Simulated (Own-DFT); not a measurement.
GaN (wurtzite, strained, atoms displaced) (calculated)

Computed with Own-DFT development build. A calculation, not a measurement: plane-wave PBE density functional theory by an unreviewed code, no spin, of a simulated periodic cell, stress positive in tension, free energy of the whole cell less one offset for each atom, forces on such cells passed a denser k mesh, this cell's mesh not checked; offsets are fitted by least squares, one for each functional and potential file, so energies compare only between cells with the same atoms and settings and are not formation energies; the far tail of each file's local potential was reset to the Coulomb form; each entry is a single point on an unrelaxed cell, so the pressure reflects the starting lattice, mostly measured values (interpolated for alloys), from which strain is counted, and rises with the displacements; printed positions are rounded, which can move forces by about a meV/angstrom; the program, named Own-DFT, is a retired in-house code; no spin-orbit coupling.

GaN (wurtzite, strained, atoms displaced)

```
GaN
1.0
     12.6950    -0.0135    -0.1498
     -4.7694     8.1911     0.1325
     -0.1218     0.0955    10.4858
Ga N Ga N Ga N Ga N Ga N Ga N Ga N Ga N Ga N Ga N Ga N Ga N Ga N Ga N Ga N Ga N Ga N Ga N Ga N Ga N Ga N Ga N Ga N Ga N
2 2 2 2 2 2 2 2 2 2 2 2 2 2 2 2 2 2 2 2 2 2 2 2 2 2 2 2 2 2 2 2 2 2 2 2 2 2 2 2 2 2 2 2 2 2 2 2
Direct
  0.08425 0.22363 0.00502
  0.16792 0.10869 0.24782
  0.08174 0.21722 0.18813
  0.17094 0.11740 0.44514
  0.08644 0.21427 0.51058
  0.16340 0.11081 0.75274
  0.08600 0.21606 0.68242
  0.16518 0.10655 0.94956
  0.08852 0.56220 0.99470
  0.16927 0.44561 0.24995
  0.07903 0.54445 0.18999
  0.17415 0.45063 0.43883
  0.08373 0.55345 0.50004
  0.16447 0.44285 0.74967
  0.07925 0.55145 0.69599
  0.16763 0.44330 0.93656
  0.07916 0.89016 0.00577
  0.17632 0.77784 0.25154
  0.08523 0.88697 0.17895
  0.16049 0.75920 0.43542
  0.09015 0.89543 0.50204
  0.17511 0.78525 0.74792
  0.09048 0.89140 0.68941
  0.16636 0.77976 0.94968
  0.33677 0.23744 0.99457
  0.41407 0.11169 0.24754
  0.33301 0.21634 0.19364
  0.42050 0.11169 0.43758
  0.33148 0.22135 0.49744
  0.41815 0.11413 0.74433
  0.32695 0.22499 0.68830
  0.41203 0.10716 0.93379
  0.33770 0.55587 0.99946
  0.41201 0.43698 0.24693
  0.33028 0.55427 0.18446
  0.40479 0.43460 0.43995
  0.33404 0.55892 0.50702
  0.42578 0.44816 0.74904
  0.33841 0.56668 0.68478
  0.41498 0.44513 0.94269
  0.33744 0.89752 0.99252
  0.42319 0.77388 0.24993
  0.33290 0.88237 0.18526
  0.41280 0.77621 0.44964
  0.32523 0.88544 0.49090
  0.41364 0.77162 0.75214
  0.33320 0.88048 0.69099
  0.42545 0.79462 0.93448
  0.58102 0.21515 0.00939
  0.66509 0.10285 0.24822
  0.58136 0.22414 0.18602
  0.66633 0.11045 0.44281
  0.58244 0.22499 0.50209
  0.66454 0.10556 0.74573
  0.59422 0.23471 0.68994
  0.66228 0.10598 0.94083
  0.58104 0.54419 0.00377
  0.66824 0.44324 0.25164
  0.58018 0.54507 0.19917
  0.66648 0.45502 0.43133
  0.58799 0.55830 0.49184
  0.66627 0.43682 0.75020
  0.59246 0.55500 0.69527
  0.65901 0.44396 0.93131
  0.58806 0.89287 0.00820
  0.66467 0.77099 0.24214
  0.58317 0.88451 0.17739
  0.66948 0.77449 0.43465
  0.58318 0.89969 0.50098
  0.66157 0.77052 0.75183
  0.58885 0.88262 0.68220
  0.66547 0.77447 0.93463
  0.83850 0.23777 0.00319
  0.91792 0.10829 0.25413
  0.83088 0.22280 0.17949
  0.91577 0.11165 0.43146
  0.84055 0.23230 0.49999
  0.91558 0.10650 0.75844
  0.83182 0.22151 0.69403
  0.91521 0.11026 0.94345
  0.82643 0.55488 0.99465
  0.92058 0.45164 0.25053
  0.83809 0.55292 0.18671
  0.90905 0.43528 0.45165
  0.83130 0.55929 0.50879
  0.92216 0.43971 0.74077
  0.83761 0.56252 0.68538
  0.92196 0.43794 0.93223
  0.84116 0.89834 0.99001
  0.91537 0.77646 0.24470
  0.83076 0.89124 0.19328
  0.92067 0.77572 0.45168
  0.82704 0.88295 0.50840
  0.91883 0.78127 0.74560
  0.82885 0.88301 0.68946
  0.91759 0.77980 0.93925
```

| Quantity | Value |
| --- | --- |
| functional | PBE |
| potential files | PseudoDojo norm-conserving, scalar-relativistic, standard set with the stringent files for Ga |
| wave cutoff | 96 hartree |
| occupations | Gaussian |
| smearing width | 0.01 eV |
| k mesh | 3 x 4 x 3 centred on Gamma |
| free energy of cell above offsets | -2.477 eV |
| pressure | 8.95 GPa |
| stress xx | -8.32 GPa |
| stress yy | -13.88 GPa |
| stress zz | -4.66 GPa |
| stress yz | 2.89 GPa |
| stress xz | -2.2 GPa |
| stress xy | -0.09 GPa |

Force:
```
element  x (eV/Å)  y (eV/Å)  z (eV/Å)
     Ga    -0.005     -0.22     -0.24
     Ga    -0.582    -0.397     0.494
      N      0.28     0.569     0.463
      N     -0.29     -1.56    -1.908
     Ga    -1.543     1.104    -3.045
     Ga     1.291    -0.522     1.271
      N    -1.894     0.788     2.588
      N    -0.323     1.587    -1.743
     Ga    -0.242    -1.289     0.967
     Ga    -0.385    -0.872     0.682
      N     0.623     1.455    -0.559
      N    -1.196    -1.292      0.16
     Ga     0.019    -2.192     0.927
     Ga      1.03    -0.047     0.026
      N     2.099     1.709    -1.778
      N     0.372     0.318    -0.044
     Ga     1.289    -0.896    -1.488
     Ga    -1.732    -1.179    -0.999
      N    -0.073    -0.207     3.431
      N    -0.785     3.151    -0.294
     Ga    -0.331    -1.232    -0.061
     Ga    -1.093    -1.328     1.671
      N    -0.764     0.056    -0.046
      N     0.019     0.957    -1.874
     Ga     0.376    -4.017      1.19
     Ga     1.558    -1.089     0.445
      N    -1.024     0.837    -1.539
      N    -1.214    -0.232    -0.035
     Ga     1.223    -0.053     1.055
     Ga    -0.084    -0.219     0.416
      N     1.487     0.048     0.038
      N     -0.03     2.685    -0.195
     Ga    -1.408     1.403    -0.255
     Ga    -0.306      0.37     1.368
      N     1.052     0.054     0.034
      N     1.349      2.17    -0.697
     Ga     0.608    -0.759    -0.881
     Ga    -1.059    -0.037    -0.266
      N     0.147    -2.465     1.521
      N     0.633      1.79     -1.46
     Ga    -0.246    -1.871      1.21
     Ga     -1.33     0.092     0.686
      N     1.158       1.1     0.186
      N     0.711     1.032    -2.216
     Ga     1.259     0.064     1.342
     Ga     1.379     1.536     0.199
      N    -0.125     1.949    -1.483
      N    -0.135    -1.873     0.513
     Ga    -0.115     0.166    -2.267
     Ga     0.103     1.085     0.404
      N     0.429    -0.619     1.288
      N    -0.094     1.673    -1.365
     Ga     0.877     0.543    -0.344
     Ga     0.417    -0.343     1.291
      N    -1.114    -3.108    -1.397
      N     0.492     1.541    -0.703
     Ga    -0.375     1.769     0.317
     Ga     0.965    -0.169    -0.249
      N    -0.567     0.556    -1.992
      N     1.507     -1.64     1.021
     Ga    -2.081    -0.611     1.278
     Ga     1.065     2.463      0.58
      N    -1.458    -0.396    -1.852
      N     1.424    -1.001     1.307
     Ga     0.409    -0.735    -3.619
     Ga       0.4     0.357     1.239
      N    -0.088    -0.073     3.593
      N    -1.676     0.999    -0.483
     Ga      0.86    -2.358     0.065
     Ga     0.915     0.315     0.402
      N    -1.919     0.813     0.645
      N     0.091     0.009      1.36
     Ga    -0.391    -2.723    -0.713
     Ga    -0.718     0.614    -0.964
      N      0.23    -0.042     2.402
      N     0.458    -0.012     2.267
     Ga     0.044      -4.3     1.139
     Ga    -0.304     0.245    -0.903
      N     0.798    -0.948    -1.056
      N     0.209     2.033    -0.886
     Ga     1.377    -0.448     0.063
     Ga     0.276    -1.801     0.897
      N     -1.93     0.513    -0.553
      N     0.182     4.129    -2.289
     Ga     0.449      -0.8    -1.251
     Ga    -2.593     0.183     1.748
      N    -0.012    -1.122     1.742
      N    -1.353     2.637    -0.579
     Ga    -1.263    -2.467     1.787
     Ga     0.399     0.355     1.179
      N     0.802    -0.704      -1.5
      N    -0.529      1.23    -1.793
     Ga     1.013     0.901    -1.374
     Ga     0.639    -0.342      0.59
      N     0.189     0.975     0.658
      N    -0.199    -0.319    -0.909
```
